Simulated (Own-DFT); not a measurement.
Simulation results for SiC (2H silicon carbide, atoms displaced)

A calculation, not a measurement: plane-wave PBE density functional theory by an unreviewed code, no spin, of a simulated periodic cell, stress positive in tension, free energy of the whole cell less one offset for each atom, forces on such cells passed a denser k mesh, this cell's mesh not checked; offsets are fitted by least squares, one for each functional and potential file, so energies compare only between cells with the same atoms and settings and are not formation energies; the far tail of each file's local potential was reset to the Coulomb form; each entry is a single point on an unrelaxed cell, so the pressure reflects the starting lattice, mostly measured values (interpolated for alloys), from which strain is counted, and rises with the displacements; printed positions are rounded, which can move forces by about a meV/angstrom; the program, named Own-DFT, is a retired in-house code; no spin-orbit coupling. Program: Own-DFT development build.

Common to all runs: functional PBE; potential files PseudoDojo norm-conserving, scalar-relativistic, standard set; wave cutoff 42 hartree; occupations Fermi-Dirac; smearing width 0.1 eV; hardware one NVIDIA H100; k mesh 5 x 5 x 3 centred on Gamma.

(1) SiC (2H silicon carbide, atoms displaced)

```
cell vectors (Å)
   6.1654     0.0000     0.0000
  -3.0827     5.3394     0.0000
   0.0000     0.0000    10.0681
atoms (fractions of the cell vectors)
Si  0.99522  0.99998  0.99373
Si  0.16920  0.35343  0.25226
C   0.99656  0.98938  0.18664
C   0.17991  0.34275  0.43797
Si  0.98823  0.00109  0.49909
Si  0.15917  0.31318  0.74578
C   0.98047  0.98552  0.68741
C   0.15742  0.34974  0.93071
Si  0.01657  0.51856  0.99876
Si  0.15750  0.81106  0.23839
C   0.00396  0.50817  0.18665
C   0.16465  0.83537  0.43782
Si  0.01005  0.50620  0.49950
Si  0.15962  0.83873  0.74791
C   0.00813  0.50414  0.69329
C   0.15288  0.82959  0.94029
Si  0.49049  0.98522  0.98820
Si  0.66366  0.33137  0.24223
C   0.50184  0.98528  0.17874
C   0.65780  0.33264  0.43112
Si  0.51377  0.01326  0.50269
Si  0.67076  0.31288  0.74680
C   0.47917  0.98494  0.69009
C   0.67172  0.33110  0.93778
Si  0.51031  0.49693  0.00136
Si  0.66141  0.83030  0.24872
C   0.49669  0.49483  0.18457
C   0.65938  0.83172  0.44096
Si  0.50354  0.49328  0.50122
Si  0.66724  0.83963  0.75484
C   0.50695  0.50788  0.69107
C   0.67680  0.83455  0.93843
```

- free energy of cell above offsets: -2.660 eV
- pressure: 4.74 GPa
- stress xx: -4.91 GPa
- stress yy: -4.64 GPa
- stress zz: -4.67 GPa
- stress yz: -0.17 GPa
- stress xz: 0.49 GPa
- stress xy: 0.82 GPa
- wall time: 121.5 s

Force:
```tsv
element	x (eV/Å)	y (eV/Å)	z (eV/Å)
Si	0.152	2.115	2.179
Si	1.491	-3.045	-0.675
C	-0.419	1.313	-0.167
C	-1.381	-0.845	0.234
Si	1.623	-0.298	-0.997
Si	0.129	2.983	0.384
C	0.861	1.377	-0.581
C	3.169	-1.836	0.928
Si	-1.711	-2.877	0.076
Si	-0.172	5.417	2.898
C	-0.452	-3.369	-1.236
C	0.326	0.376	-0.314
Si	-0.821	0.228	0.342
Si	-0.259	-1.962	0.749
C	-0.289	-1.375	-1.635
C	0.904	1.947	-1.974
Si	0.72	1.596	1.846
Si	-0.011	-1.233	0.318
C	-1.476	0.925	0.298
C	2.118	0.262	0.551
Si	-1.919	-1.85	-1.118
Si	-1.621	2.797	0.905
C	1.779	1.412	-0.354
C	0.031	-0.523	-0.119
Si	-1.543	-0.193	-1.531
Si	1.278	0.051	0.095
C	-0.166	0.421	0.598
C	0.288	0.069	-0.745
Si	-0.64	1.436	0.758
Si	-0.812	-2.243	-0.51
C	0.392	-2.038	-0.488
C	-1.569	-1.039	-0.713
```

(2) SiC (2H silicon carbide, atoms displaced)

```
cell vectors (Å)
   6.1654     0.0000     0.0000
  -3.0827     5.3394     0.0000
   0.0000     0.0000    10.0681
atoms (fractions of the cell vectors)
Si  0.98756  0.00367  0.99108
Si  0.13732  0.32204  0.26089
C   0.00039  0.00204  0.19220
C   0.16432  0.32270  0.44577
Si  0.99565  0.99833  0.50808
Si  0.15896  0.32719  0.74929
C   0.01951  0.01710  0.68229
C   0.15962  0.33277  0.93272
Si  0.98471  0.50551  0.99606
Si  0.16817  0.84006  0.24917
C   0.01001  0.49354  0.18638
C   0.16904  0.85150  0.42318
Si  0.97871  0.47696  0.50223
Si  0.16366  0.82893  0.75722
C   0.99750  0.49537  0.68485
C   0.16851  0.83320  0.94722
Si  0.50035  0.99704  0.00514
Si  0.67130  0.31071  0.23708
C   0.49335  0.02540  0.19159
C   0.65129  0.31644  0.44094
Si  0.48827  0.97842  0.50337
Si  0.66272  0.33828  0.75442
C   0.50046  0.98803  0.68276
C   0.67536  0.34148  0.92684
Si  0.49340  0.48902  0.99124
Si  0.67884  0.85375  0.24931
C   0.48911  0.49897  0.19026
C   0.67284  0.82756  0.43531
Si  0.51005  0.51596  0.49608
Si  0.64889  0.82047  0.75969
C   0.49042  0.50182  0.68470
C   0.70046  0.85420  0.94602
```

- free energy of cell above offsets: 0.589 eV
- pressure: 7.66 GPa
- stress xx: -4.92 GPa
- stress yy: -8.41 GPa
- stress zz: -9.65 GPa
- stress yz: -2.06 GPa
- stress xz: -2.77 GPa
- stress xy: -3.62 GPa
- wall time: 128.4 s

Force:
```tsv
element	x (eV/Å)	y (eV/Å)	z (eV/Å)
Si	6.98	3.61	4.402
Si	4.416	0.602	-0.709
C	-0.476	0.18	-2.068
C	-1.165	1.476	-0.498
Si	1.208	-0.254	-2.779
Si	-0.072	1.287	-0.729
C	-0.749	-3.194	3.162
C	-0.087	0.735	0.123
Si	3.128	-0.673	1.354
Si	-0.9	-0.959	-0.934
C	-2.618	1.267	-1.087
C	0.439	-2.352	4.329
Si	0.46	1.743	-1.321
Si	0.339	0.319	-1.882
C	-0.966	0.57	1.563
C	-0.402	0.83	-1.384
Si	0.225	0.83	-0.438
Si	-2.318	8.866	4.474
C	1.789	-7.448	-3.22
C	0.702	0.332	-0.768
Si	-0.52	1.185	-1.988
Si	0.453	-0.902	-4.542
C	-1.13	0.671	3.068
C	-1.544	-1.576	3.203
Si	-0.568	1.139	2.806
Si	-0.752	-3.104	-0.19
C	0.759	0.18	-0.779
C	-1.112	1.771	0.247
Si	-0.043	-3.339	0.104
Si	1.534	1.579	-1.825
C	1.086	-0.053	1.23
C	-8.094	-5.318	-2.924
```

(3) SiC (2H silicon carbide, atoms displaced)

```
cell vectors (Å)
   6.1654     0.0000     0.0000
  -3.0827     5.3394     0.0000
   0.0000     0.0000    10.0681
atoms (fractions of the cell vectors)
Si  0.99102  0.99725  0.99626
Si  0.18768  0.34766  0.24482
C   0.99223  0.98951  0.19176
C   0.15891  0.31961  0.44093
Si  0.01107  0.00721  0.50728
Si  0.16962  0.32496  0.75059
C   0.00396  0.99552  0.68795
C   0.17997  0.35229  0.93225
Si  0.96804  0.48884  0.00255
Si  0.17442  0.84989  0.24769
C   0.99747  0.48904  0.18282
C   0.16092  0.84122  0.43751
Si  0.02857  0.51768  0.50276
Si  0.16481  0.83781  0.73983
C   0.00295  0.50112  0.68403
C   0.17223  0.82661  0.93405
Si  0.51343  0.01015  0.00221
Si  0.66038  0.34596  0.25711
C   0.50223  0.99794  0.18234
C   0.68223  0.34987  0.42990
Si  0.49355  0.99560  0.49661
Si  0.66852  0.34506  0.74716
C   0.52411  0.00773  0.69168
C   0.65147  0.32354  0.94177
Si  0.49779  0.49528  0.98276
Si  0.66972  0.83491  0.25521
C   0.50212  0.48758  0.18696
C   0.65667  0.82987  0.44522
Si  0.49668  0.49292  0.50507
Si  0.66479  0.82891  0.75426
C   0.50189  0.49672  0.69212
C   0.67702  0.82794  0.94370
```

- free energy of cell above offsets: -1.820 eV
- pressure: 5.65 GPa
- stress xx: -6.6 GPa
- stress yy: -3.17 GPa
- stress zz: -7.19 GPa
- stress yz: 0.94 GPa
- stress xz: -1.56 GPa
- stress xy: 1.36 GPa
- wall time: 118.9 s

Force:
```tsv
element	x (eV/Å)	y (eV/Å)	z (eV/Å)
Si	3.577	1.135	1.122
Si	-2.326	-2.269	0.747
C	0.11	1.959	-1.109
C	0.87	2.405	-0.698
Si	-2.277	-1.384	-1.369
Si	-1.259	0.909	-0.219
C	-1.258	0.587	0.385
C	-2.553	-2.558	0.645
Si	3.585	2.233	-0.8
Si	0.509	-2.225	-0.65
C	-0.553	1.252	1.828
C	1.612	-0.086	-0.133
Si	-2.117	-1.942	-1.456
Si	2.82	-0.794	2.701
C	0.359	0.102	0.825
C	-1.321	0.52	0.149
Si	-1.332	-3.205	-0.613
Si	3.31	-1.789	-2.641
C	-0.011	0.724	2.25
C	-0.213	-0.95	3.96
Si	0.889	1.995	0.685
Si	2.117	-1.757	0.629
C	-2.58	-0.048	-1.187
C	0.851	0.728	-2.531
Si	-0.365	0.568	3.907
Si	-0.635	-0.643	-0.429
C	-1.172	2.624	-1.559
C	1.066	-0.161	-0.589
Si	0.507	0.486	-1.234
Si	0.726	0.537	-0.175
C	-0.86	0.504	-0.583
C	-2.074	0.546	-1.858
```

(4) SiC (2H silicon carbide, atoms displaced)

```
cell vectors (Å)
   6.1654     0.0000     0.0000
  -3.0827     5.3394     0.0000
   0.0000     0.0000    10.0681
atoms (fractions of the cell vectors)
Si  0.00331  0.01049  0.99711
Si  0.16190  0.31861  0.26173
C   0.00854  0.00189  0.19463
C   0.18021  0.34925  0.44466
Si  0.99921  0.99275  0.50823
Si  0.15614  0.32506  0.75110
C   0.99371  0.00970  0.68593
C   0.18196  0.33981  0.93848
Si  0.99236  0.48841  0.00637
Si  0.18708  0.83584  0.24104
C   0.98252  0.50665  0.18442
C   0.14952  0.81148  0.44285
Si  0.97714  0.49442  0.50441
Si  0.16738  0.84270  0.75266
C   0.99100  0.52212  0.68168
C   0.15249  0.81444  0.93223
Si  0.51361  0.00691  0.99732
Si  0.66619  0.34541  0.25214
C   0.49544  0.99792  0.19944
C   0.67617  0.34274  0.43191
Si  0.49441  0.98522  0.49744
Si  0.67645  0.33279  0.75600
C   0.50069  0.99993  0.68359
C   0.65792  0.33352  0.94087
Si  0.49858  0.49326  0.00009
Si  0.65876  0.83165  0.24605
C   0.49067  0.49772  0.20011
C   0.66211  0.83367  0.44485
Si  0.50266  0.50140  0.50603
Si  0.66566  0.83030  0.75456
C   0.50266  0.49835  0.67718
C   0.67511  0.84384  0.93932
```

* free energy of cell above offsets: -1.702 eV
* pressure: 6.23 GPa
* stress xx: -4.98 GPa
* stress yy: -4.16 GPa
* stress zz: -9.55 GPa
* stress yz: -1.02 GPa
* stress xz: 0.43 GPa
* stress xy: -1.76 GPa
* wall time: 118.6 s

Force:
```tsv
element	x (eV/Å)	y (eV/Å)	z (eV/Å)
Si	1.664	-1.152	1.371
Si	-1.182	1.653	-0.389
C	-0.855	-0.712	-1.696
C	-1.43	-2.154	0.289
Si	-0.461	1.002	-2.696
Si	0.356	2.711	-1.357
C	0.689	-1.122	2.201
C	-2.014	-0.606	-0.434
Si	0.262	1.09	-1.478
Si	-4.694	-1.973	3.024
C	2.546	-0.804	0.911
C	0.718	2.454	-1.37
Si	2.915	0.033	-1.166
Si	0.162	0.003	-1.58
C	1.637	-1.747	2.826
C	0.571	1.688	2.036
Si	-2.4	-1.472	1.057
Si	0.211	-0.823	0.244
C	2.585	2.455	-3.337
C	-2.003	-2.184	1.327
Si	-1.447	1.422	0.154
Si	-1.755	0.057	-2.14
C	0.046	0.246	1.82
C	1.67	-0.36	-0.276
Si	-0.284	1.86	1.825
Si	1.819	0.193	2.42
C	-0.264	0.031	-2.711
C	1.56	-0.221	-1.555
Si	0.314	0.232	-3.265
Si	-0.644	-0.232	-2.001
C	-0.332	-0.391	5.677
C	0.04	-1.176	0.268
```

(5) SiC (2H silicon carbide, atoms displaced)

```
cell vectors (Å)
   6.1654     0.0000     0.0000
  -3.0827     5.3394     0.0000
   0.0000     0.0000    10.0681
atoms (fractions of the cell vectors)
Si  0.01058  0.01478  0.00026
Si  0.14861  0.32921  0.24718
C   0.00327  0.99577  0.18539
C   0.18639  0.35172  0.42563
Si  0.00639  0.00081  0.50554
Si  0.17620  0.33326  0.74989
C   0.00944  0.02575  0.70797
C   0.15580  0.32743  0.94218
Si  0.00312  0.51867  0.00502
Si  0.16751  0.83056  0.25510
C   0.99863  0.47713  0.18846
C   0.15292  0.84742  0.43615
Si  0.01282  0.51021  0.51277
Si  0.17232  0.84835  0.75013
C   0.99223  0.46870  0.69556
C   0.17415  0.83946  0.94279
Si  0.49451  0.99382  0.99785
Si  0.67360  0.34204  0.26470
C   0.50918  0.99363  0.19472
C   0.65293  0.33873  0.43975
Si  0.50910  0.99256  0.50226
Si  0.67102  0.36465  0.75446
C   0.49606  0.00049  0.67995
C   0.66636  0.33912  0.92920
Si  0.50765  0.50049  0.00353
Si  0.66559  0.84875  0.24513
C   0.49870  0.51403  0.18121
C   0.65100  0.83539  0.42853
Si  0.48926  0.49041  0.48760
Si  0.67242  0.84118  0.74981
C   0.51340  0.50069  0.70100
C   0.67089  0.83833  0.92850
```

- free energy of cell above offsets: 0.690 eV
- pressure: 8.51 GPa
- stress xx: -10.11 GPa
- stress yy: -4.44 GPa
- stress zz: -10.98 GPa
- stress yz: 0.46 GPa
- stress xz: -1.25 GPa
- stress xy: 4.44 GPa
- wall time: 112.5 s

Force:
```tsv
element	x (eV/Å)	y (eV/Å)	z (eV/Å)
Si	-0.901	-1.803	-0.013
Si	4.674	-0.936	-0.635
C	-0.279	0.065	0.685
C	-3.501	-2.182	2.647
Si	-2.781	1.742	-0.173
Si	0.247	3.052	3.287
C	0.862	-4.673	-4.408
C	0.801	2.849	-0.653
Si	0.548	-2.781	-1.113
Si	0.044	-0.211	-1.357
C	-4.072	3.5	-0.018
C	3.273	-2.055	1.42
Si	-1.066	-0.489	-2.247
Si	1.017	-1.509	0.677
C	-1.076	3.869	-1.111
C	-1.067	0.213	-1.031
Si	1.881	1.613	0.597
Si	-0.961	-0.503	-3.883
C	-4.396	2.799	-1.917
C	3.562	-1.066	1.598
Si	-3.197	1.797	-1.033
Si	4.322	-4.654	-0.492
C	0.367	0.387	2.147
C	0.534	-0.34	3.47
Si	-1.435	0.377	-1.89
Si	3.603	-2.805	0.383
C	0.952	-1.092	2.526
C	2.952	-0.574	1.74
Si	0.84	2.92	2.606
Si	-1.282	0.139	-0.18
C	-4.399	2.651	-4.379
C	-0.068	-0.299	2.751
```

(6) SiC (2H silicon carbide, atoms displaced)

```
cell vectors (Å)
   6.1654     0.0000     0.0000
  -3.0827     5.3394     0.0000
   0.0000     0.0000    10.0681
atoms (fractions of the cell vectors)
Si  0.99256  0.99867  0.99742
Si  0.19233  0.33532  0.24606
C   0.98563  0.99783  0.18315
C   0.16391  0.32616  0.42881
Si  0.00528  0.00148  0.49906
Si  0.16508  0.32303  0.74879
C   0.00892  0.99848  0.67684
C   0.16888  0.33429  0.94036
Si  0.00341  0.50255  0.00598
Si  0.16028  0.82715  0.24924
C   0.98816  0.48549  0.18710
C   0.16987  0.84180  0.43796
Si  0.99582  0.50485  0.49511
Si  0.17252  0.84097  0.75183
C   0.99806  0.50749  0.69551
C   0.17788  0.84021  0.93207
Si  0.49682  0.00479  0.99510
Si  0.67785  0.33451  0.25583
C   0.51227  0.00684  0.18276
C   0.69006  0.35021  0.43667
Si  0.50996  0.01483  0.50338
Si  0.67268  0.33165  0.75433
C   0.48820  0.99921  0.67575
C   0.67639  0.33109  0.92816
Si  0.50421  0.49597  0.00295
Si  0.67063  0.84122  0.25070
C   0.49518  0.49858  0.17545
C   0.66985  0.82343  0.43049
Si  0.47663  0.48721  0.49189
Si  0.66878  0.84036  0.73510
C   0.51528  0.51242  0.68644
C   0.68611  0.84641  0.93162
```

- free energy of cell above offsets: -2.237 eV
- pressure: 5.65 GPa
- stress xx: -3.58 GPa
- stress yy: -1.5 GPa
- stress zz: -11.87 GPa
- stress yz: 0.17 GPa
- stress xz: -0.24 GPa
- stress xy: -3.51 GPa
- wall time: 114.4 s

Force:
```tsv
element	x (eV/Å)	y (eV/Å)	z (eV/Å)
Si	1.738	0.982	0.187
Si	-3.525	-1.439	-0.785
C	2.51	0.234	0.506
C	-1.034	0.24	0.744
Si	-0.603	-0.718	-1.747
Si	-0.039	2.074	0.284
C	-1.036	0.644	1.92
C	0.347	-0.002	-0.458
Si	0.24	-0.254	-2.196
Si	0.263	0.755	-0.671
C	1.898	1.814	0.64
C	1.128	-0.24	-0.662
Si	2.573	1.416	2.127
Si	-0.296	-1.14	-1.207
C	1.549	-0.982	-2.002
C	-1.268	-0.49	1.646
Si	2.187	0.003	0.258
Si	-1.488	-0.658	-1.879
C	-1.772	-0.581	0.882
C	-3.336	-2.166	-0.101
Si	0.227	-1.144	-3.558
Si	-0.989	0.673	-2.815
C	1.473	0.866	3.325
C	-0.911	0.473	3.434
Si	0.027	0.763	-4.089
Si	-0.498	-0.913	-1.399
C	2.336	1.02	3.771
C	-1.192	0.857	1.842
Si	2.898	1.911	1.792
Si	0.385	0.007	1.834
C	-1.184	-2.162	-0.862
C	-2.606	-1.845	-0.763
```
